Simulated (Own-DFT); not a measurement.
# Which defects push the lattice out? C40 NbSi2

The numbers are computed, not measured, by runs of the plane-wave DFT program Own-DFT (in-house, retired, unreviewed) at fixed positions, with no spin and no spin-orbit coupling.

Common settings: PBE; PseudoDojo norm-conserving scalar-relativistic files; cutoff 42 hartree; 4 x 4 x 5 k mesh centred on Gamma; cold (Marzari-Vanderbilt) smearing of 0.2 eV.

Keep in mind: forces on such cells failed a check on a denser k mesh; stress not checked against mesh or cutoff.

All runs share one cell, with vectors in Å (0.000, 8.324, 0.000); (-9.613, 0.000, 0.000); (0.000, 0.000, 6.586) and a volume of 527.0 Å³. u is the rms random offset of the atoms per axis. The defect's site can differ from row to row.

| cell | formula | u (Å) | P (GPa) |
|---|---|---|---|
| no defect | Nb12Si24 | 0.0209 | 1.53 |
| no defect | Nb12Si24 | 0.0218 | 1.59 |
| no defect | Nb12Si24 | 0.0467 | 2.34 |
| one Si vacancy | Nb12Si23 | 0.0326 | 1.06 |
| one Si vacancy | Nb12Si23 | 0.0458 | 1.53 |
| one Si vacancy | Nb12Si23 | 0.0516 | 2.09 |
| two Nb vacancies | Nb10Si24 | 0.0310 | 0.09 |
| two Nb vacancies | Nb10Si24 | 0.0498 | 0.79 |
| two Nb vacancies | Nb10Si24 | 0.0530 | 1.19 |
| two Nb on a Si site each | Nb14Si22 | 0.0302 | 7.73 |
| two Nb on a Si site each | Nb14Si22 | 0.0465 | 8.58 |
| two Nb on a Si site each | Nb14Si22 | 0.0479 | 8.09 |
| two Si on a Nb site each | Nb10Si26 | 0.0271 | 1.60 |
| two Si on a Nb site each | Nb10Si26 | 0.0279 | 1.57 |
| two Si on a Nb site each | Nb10Si26 | 0.0494 | 2.78 |
| two Si on a Nb site each | Nb10Si26 | 0.0503 | ? |

## What the rows give

P = P0 + c u² + a shift for each defect gives P0 = 1.24 GPa, c = 558 ± 62 GPa/Å² and a scatter of 0.18 GPa. The shifts, and each times the cell's volume:

- two Nb on a Si site each: 5.89 ± 0.15 GPa, 19.4 eV (9.7 eV for each of its 2 sites)
- two Si on a Nb site each: 0.00 ± 0.15 GPa, 0.0 eV (0.0 eV for each of its 2 sites) (not resolved)
- one Si vacancy: -0.77 ± 0.16 GPa, -2.5 eV
- two Nb vacancies: -1.71 ± 0.16 GPa, -5.6 eV (-2.8 eV for each of its 2 sites)

Positive is outwards. The product with the volume (160.2 GPa Å³ to the eV) is nearly free of the cell's size; divided by the bulk modulus at the cell's pressure it gives the volume that the defect adds. The atoms around the defects weren't relaxed, which would change these numbers.

## Prediction

Q: what pressure belongs in the blank (two Si on a Nb site each, u = 0.0503 Å)?

Estimate: 2.66 ± 0.22 GPa. Computed: 2.40 GPa.
